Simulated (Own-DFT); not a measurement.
Simulation results for SiC (4H silicon carbide, atoms displaced)

Computed with Own-DFT development build. A calculation, not a measurement: plane-wave PBE density functional theory by an unreviewed code, no spin, of a simulated periodic cell, stress positive in tension, free energy of the whole cell less one offset for each atom, forces on such cells passed a denser k mesh, this cell's mesh not checked; offsets are fitted by least squares, one for each functional and potential file, so energies compare only between cells with the same atoms and settings and are not formation energies; the far tail of each file's local potential was reset to the Coulomb form; each entry is a single point on an unrelaxed cell, so the pressure reflects the starting lattice, mostly measured values (interpolated for alloys), from which strain is counted, and rises with the displacements; printed positions are rounded, which can move forces by about a meV/angstrom; the program, named Own-DFT, is a retired in-house code; no spin-orbit coupling.

```cif
# cell vector a (Å): 12.3308 0.0000 0.0000
# cell vector b (Å): -6.1654 10.6788 0.0000
# cell vector c (Å): 0.0000 0.0000 10.0681
data_SiC
_symmetry_space_group_name_H-M 'P 1'
_symmetry_Int_Tables_number 1
_cell_length_a 12.3308
_cell_length_b 12.3308
_cell_length_c 10.0681
_cell_angle_alpha 90.000
_cell_angle_beta 90.000
_cell_angle_gamma 120.000
_cell_volume 1325.75
loop_
_atom_site_label
_atom_site_type_symbol
_atom_site_fract_x
_atom_site_fract_y
_atom_site_fract_z
_atom_site_occupancy
Si1 Si 0.00530 0.99967 0.42360 1
Si2 Si 0.09109 0.16187 0.14527 1
C1 C 0.99311 0.99242 0.09796 1
C2 C 0.08205 0.15915 0.34875 1
Si3 Si 0.99916 0.24571 0.40234 1
Si4 Si 0.08061 0.41034 0.15026 1
C3 C 0.00452 0.24610 0.09783 1
C4 C 0.08316 0.42503 0.34012 1
Si5 Si 0.01330 0.50963 0.42209 1
Si6 Si 0.08914 0.69343 0.15953 1
C5 C 0.99079 0.49816 0.07667 1
C6 C 0.08631 0.67136 0.34220 1
Si7 Si 0.00286 0.75396 0.39300 1
Si8 Si 0.07232 0.91743 0.15760 1
C7 C 0.01819 0.75461 0.07226 1
C8 C 0.08067 0.92444 0.33137 1
Si9 Si 0.26138 0.00552 0.42099 1
Si10 Si 0.34864 0.18060 0.15687 1
C9 C 0.25467 0.99625 0.09115 1
C10 C 0.33780 0.17167 0.34733 1
Si11 Si 0.25556 0.24238 0.41661 1
Si12 Si 0.34108 0.42291 0.15250 1
C11 C 0.25172 0.25177 0.08962 1
C12 C 0.32388 0.40672 0.33826 1
Si13 Si 0.24270 0.49555 0.42492 1
Si14 Si 0.34238 0.65749 0.16122 1
C13 C 0.23728 0.48109 0.10943 1
C14 C 0.32996 0.65115 0.35595 1
Si15 Si 0.25542 0.76894 0.40788 1
Si16 Si 0.32968 0.91078 0.14527 1
C15 C 0.24202 0.74928 0.09445 1
C16 C 0.34158 0.92324 0.33804 1
Si17 Si 0.48969 0.99889 0.40712 1
Si18 Si 0.58595 0.16607 0.14383 1
C17 C 0.51927 0.99958 0.09618 1
C18 C 0.57914 0.16212 0.35998 1
Si19 Si 0.50204 0.25337 0.39287 1
Si20 Si 0.57851 0.40989 0.18818 1
C19 C 0.50598 0.25346 0.09783 1
C20 C 0.58875 0.41379 0.34410 1
Si21 Si 0.49976 0.50155 0.40750 1
Si22 Si 0.57825 0.66530 0.14640 1
C21 C 0.49362 0.48423 0.08235 1
C22 C 0.58293 0.66402 0.34254 1
Si23 Si 0.50184 0.74998 0.40787 1
Si24 Si 0.57654 0.91398 0.15984 1
C23 C 0.49843 0.76392 0.10740 1
C24 C 0.60607 0.92873 0.35396 1
Si25 Si 0.75701 0.01940 0.39482 1
Si26 Si 0.82969 0.17196 0.14823 1
C25 C 0.75541 0.00172 0.09639 1
C26 C 0.83624 0.17224 0.37003 1
Si27 Si 0.74649 0.24474 0.40358 1
Si28 Si 0.83198 0.42750 0.15499 1
C27 C 0.74928 0.25937 0.09081 1
C28 C 0.84889 0.43317 0.33445 1
Si29 Si 0.74982 0.49649 0.39617 1
Si30 Si 0.82953 0.64998 0.15474 1
C29 C 0.75174 0.49814 0.10749 1
C30 C 0.82850 0.65253 0.34811 1
Si31 Si 0.74103 0.75194 0.40956 1
Si32 Si 0.84271 0.92989 0.13084 1
C31 C 0.74467 0.73493 0.09015 1
C32 C 0.84868 0.92119 0.35285 1
Si33 Si 0.99601 0.00012 0.90599 1
Si34 Si 0.91838 0.84755 0.64019 1
C33 C 0.98413 0.00103 0.59486 1
C34 C 0.91267 0.83742 0.84880 1
Si35 Si 0.99085 0.73580 0.89802 1
Si36 Si 0.89915 0.58145 0.66097 1
C35 C 0.00984 0.75962 0.60552 1
C36 C 0.92822 0.58506 0.81842 1
Si37 Si 0.99789 0.50153 0.90825 1
Si38 Si 0.90703 0.32751 0.66008 1
C37 C 0.02080 0.51359 0.58768 1
C38 C 0.90939 0.31872 0.84394 1
Si39 Si 0.00247 0.25729 0.90195 1
Si40 Si 0.92846 0.08095 0.65273 1
C39 C 0.00758 0.25767 0.59308 1
C40 C 0.92113 0.07479 0.84317 1
Si41 Si 0.74629 0.99505 0.91022 1
Si42 Si 0.68608 0.83228 0.65845 1
C41 C 0.75531 0.99569 0.59993 1
C42 C 0.67148 0.84726 0.84681 1
Si43 Si 0.74246 0.75178 0.90125 1
Si44 Si 0.67378 0.57469 0.64426 1
C43 C 0.74311 0.73497 0.60151 1
C44 C 0.66134 0.58151 0.84826 1
Si45 Si 0.74900 0.50630 0.90637 1
Si46 Si 0.66840 0.33834 0.67167 1
C45 C 0.74655 0.49652 0.61552 1
C46 C 0.68969 0.33848 0.84416 1
Si47 Si 0.74369 0.24126 0.91332 1
Si48 Si 0.67912 0.09139 0.67268 1
C47 C 0.74310 0.25675 0.59079 1
C48 C 0.66403 0.09007 0.84271 1
Si49 Si 0.50010 0.98910 0.91325 1
Si50 Si 0.41137 0.83029 0.66542 1
C49 C 0.48481 0.99359 0.59504 1
C50 C 0.41963 0.83520 0.85089 1
Si51 Si 0.51627 0.75603 0.90459 1
Si52 Si 0.42169 0.59159 0.64042 1
C51 C 0.49418 0.73795 0.59415 1
C52 C 0.42522 0.58457 0.84246 1
Si53 Si 0.49460 0.49297 0.91069 1
Si54 Si 0.40472 0.33628 0.63876 1
C53 C 0.49260 0.50272 0.59393 1
C54 C 0.42723 0.34712 0.84226 1
Si55 Si 0.49580 0.24922 0.91047 1
Si56 Si 0.41480 0.08172 0.64589 1
C55 C 0.50758 0.25832 0.59985 1
C56 C 0.40441 0.06787 0.82886 1
Si57 Si 0.26505 0.01329 0.90232 1
Si58 Si 0.16061 0.82551 0.64232 1
C57 C 0.25685 0.99591 0.59780 1
C58 C 0.16791 0.82861 0.84728 1
Si59 Si 0.25697 0.77095 0.90688 1
Si60 Si 0.18257 0.58184 0.67014 1
C59 C 0.24211 0.73677 0.57554 1
C60 C 0.16275 0.58121 0.84820 1
Si61 Si 0.25452 0.49727 0.90441 1
Si62 Si 0.16815 0.32910 0.64279 1
C61 C 0.23240 0.49284 0.58293 1
C62 C 0.16248 0.33051 0.84802 1
Si63 Si 0.24482 0.24543 0.91500 1
Si64 Si 0.17984 0.08740 0.65481 1
C63 C 0.26117 0.25220 0.61313 1
C64 C 0.17331 0.08060 0.82745 1
_calc_functional 'PBE'
_calc_potential_files 'PseudoDojo norm-conserving, scalar-relativistic, standard set'
_calc_wave_cutoff 42  # hartree
_calc_occupations 'Fermi-Dirac'
_calc_smearing_width 0.1  # eV
_calc_hardware 'one NVIDIA H200'
_calc_k_mesh '3 x 3 x 3 centred on Gamma'
_calc_free_energy_of_cell_above_offsets '22.772'  # eV
_calc_pressure 11.78  # GPa
_calc_stress_xx -11.97  # GPa
_calc_stress_yy -11.17  # GPa
_calc_stress_zz -12.19  # GPa
_calc_stress_yz -0.16  # GPa
_calc_stress_xz -0.64  # GPa
_calc_stress_xy -0.14  # GPa
_calc_wall_time 526.5  # s
```

Force:
```tsv
element	x (eV/Å)	y (eV/Å)	z (eV/Å)
Si	-1.149	0.495	-4.687
Si	-1.897	0.076	3.154
C	3.614	4.078	-3.523
C	0.944	1.099	-0.231
Si	1.372	2.852	0.88
Si	-3.262	0.904	2.051
C	-1.43	-0.595	-1.098
C	0.833	-2.075	0.288
Si	-1.274	-0.714	-5.651
Si	3.632	-5.822	0.91
C	0.916	0.512	4.694
C	0.151	1.531	-0.008
Si	-0.716	-0.463	2.207
Si	3.719	-0.82	-2.728
C	-6.585	1.301	2.275
C	2.428	-1.032	4.285
Si	-1.245	-0.66	-4.496
Si	-2.578	-3.81	-0.057
C	-1.868	2.862	-0.031
C	1.008	-1.329	-0.517
Si	-3.16	1.83	-1.669
Si	-1.925	-2.793	1.368
C	1.655	-0.531	1.833
C	1.781	0.903	2.337
Si	0.48	-0.72	-9.951
Si	-4.752	-0.858	1.489
C	3.24	4.441	-3.902
C	-0.03	4.217	-2.104
Si	1.395	-4.366	-2.906
Si	1.246	1.131	1.797
C	3.734	0.004	-0.352
C	-2.362	-0.427	-0.916
Si	4.727	0.452	1.771
Si	0.07	-0.332	2.95
C	-6.138	1.95	-1.915
C	0.24	1.066	-3.661
Si	1.237	-1.398	4.562
Si	0.36	1.619	-12.48
C	0.517	0.188	-0.134
C	-1.718	1.189	7.628
Si	-1.347	-0.776	-0.464
Si	1.193	-0.133	1.655
C	0.607	2.434	4.807
C	-0.63	-0.145	-0.808
Si	-0.299	0.269	0.039
Si	5.415	2.055	4.092
C	2.843	-4.895	-3.624
C	-6.59	-3.817	-2.445
Si	5.101	-5.241	4.261
Si	1.768	0.017	1.367
C	-3.164	0.771	-0.937
C	-0.399	2.791	-4.787
Si	-1.008	3.123	1.229
Si	4.903	-2.03	0.153
C	0.858	-1.098	1.601
C	-0.68	-2.692	2.619
Si	2.333	-0.89	2.492
Si	-0.531	5.215	1.075
C	-4.216	-1.685	-3.676
C	-1.012	4.358	-0.704
Si	2.761	0.449	-1.208
Si	-2.277	-5.847	5.65
C	-0.538	2.453	-0.36
C	-3.261	-0.556	-1.567
Si	3.599	-1.238	-0.057
Si	1.916	-5.198	4.08
C	9.723	-1.404	-2.374
C	0.616	-1.561	-1.653
Si	0.649	3.651	-1.754
Si	5.605	2.675	-6.154
C	-6.559	-2.11	-3.908
C	-1.324	-1.155	8.711
Si	0.758	-1.068	-3.817
Si	1.643	2.036	-1.478
C	-2.923	-1.96	5.775
C	-1.413	2.057	0.192
Si	0.909	-3.046	1.069
Si	-8.768	5.633	3.791
C	-0.861	-2.744	-0.428
C	-3.383	2.857	-0.274
Si	0.928	5	-0.223
Si	-4.839	0.568	0.098
C	-0.576	1.61	-0.604
C	1.141	-3.661	-1.527
Si	2.518	-0.941	1.052
Si	-6.796	1.171	4.207
C	1.686	2.377	-2.278
C	0.278	0.556	-1.488
Si	1.355	-1.01	0.531
Si	-0.218	-2.131	-2.177
C	1.405	-2.386	-5.429
C	-4.12	0.331	2.509
Si	1.707	2.459	-1.059
Si	-1.193	-1.394	-5.188
C	1.89	-1.058	0.787
C	0.785	-3.004	3.396
Si	-0.9	3.143	-1.659
Si	0.206	0.025	-2.418
C	3.239	-0.268	-0.294
C	1.119	-1.861	-0.712
Si	-4.06	-1.841	0.733
Si	-1.174	-5.182	3.884
C	0.358	7.395	-0.639
C	-1.351	0.605	0.132
Si	1.125	2.796	-2.639
Si	10.54	4.659	5.206
C	2.809	-0.725	-1.823
C	-0.973	-5.227	-1.17
Si	0.847	0.667	-2.327
Si	1.705	2.588	1.94
C	-2.169	-0.8	-1.641
C	4.916	3.76	1.883
Si	-4.306	-4.623	1.474
Si	4.788	1.033	4.086
C	-3.205	-0.125	-1.212
C	-3.238	2.612	-2.844
Si	1.748	-5.043	1.447
Si	-5.03	0.957	-1.642
C	0.868	1.995	5.414
C	2.37	0.984	0.733
Si	-1.284	0.677	1.093
Si	-1.224	0.943	3.438
C	4.689	-0.693	7.833
C	1.911	0.656	-1.673
Si	1.11	0.898	-4.211
Si	-1.227	-1.645	-0.267
C	-7.807	-4.937	-5.133
C	-1.575	0.579	4.756
```
